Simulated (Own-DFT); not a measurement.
# PBE and HSE06 on the same vacancies: monoclinic HfO2, Hf32O62

All values are computed. Each geometry was run twice at fixed positions with Own-DFT, a retired in-house plane-wave program that no person has reviewed: with PBE, and with HSE06 (exact exchange share 0.25 at short range, screening 0.11 per bohr, Gygi-Baldereschi treatment of its divergence). Both used PseudoDojo norm-conserving files made for PBE, a cutoff of 48 hartree, the Gamma point alone, fixed occupations, a neutral cell and no spin. With Gamma alone and a thickness of 10.1 Å, finite-size errors remain in every number. The hafnium file keeps the 4f electrons in the core, and its forces lie about 75 meV/Å off all-electron values. The oxygen file's force components were 24 meV/Å off all-electron values in a glass.

Cell vectors in Å: (10.234, 0.000, 0.000); (0.000, 10.350, 0.000); (-1.696, 0.000, 10.445). Atoms were moved at random from their ideal sites, and each line below averages several runs of one case and one width of the moves; u² is the mean square move along one axis. E is the PBE energy of the cell and D the HSE06 energy less the PBE one, each over its lowest single run, with the standard error of the mean. Within a case the pair of sites differs from run to run.

- A: two O taken from sites with four and four neighbours, under 3.2 Å apart
- B: two O taken from sites with three and four neighbours, under 3.2 Å apart
- C: two O taken from sites with three and three neighbours, under 3.2 Å apart

```
case  runs   u² (Å²)  E (eV)  error of E  D (eV)  error of D
   A     8  0.000905   0.253       0.093   0.096       0.008
   A     8  0.002519   3.947       0.276   0.294       0.016
   A     8  0.006523  14.645       0.475   0.809       0.043
   B     8  0.000862   0.321       0.056   0.066       0.012
   B     8  0.002545   4.101       0.335   0.277       0.026
   B     8  0.006608  13.971       0.565   0.780       0.043
   C     8  0.000905   0.475       0.089   0.058       0.015
   C     8  0.002441   4.322       0.321   0.227       0.026
   C     8  0.006208  12.465       0.604   0.690       0.027
```

Q: how do the cases differ under PBE, and what does HSE06 change?

## Working it out

Fit E and D each to a + b u², with one a for each case and lines weighted by their errors. Against A, in eV:

| case | PBE | change by HSE06 | HSE06 |
|---|---|---|---|
| B | 0.15 ± 0.10 | -0.024 ± 0.013 | 0.13 ± 0.10 |
| C | 0.21 ± 0.12 | -0.046 ± 0.014 | 0.16 ± 0.12 |

Under PBE no case is told apart from A by three errors. D is known much better than E, because both runs of a geometry share the same random moves. HSE06 moves C down against A. The slope b is 2410 ± 51 eV/Å² for E and 122 ± 4 for D, so at this fixed cell HSE06 makes random moves about 5 % costlier. The vacancies are unrelaxed, and relaxation differs between sites.
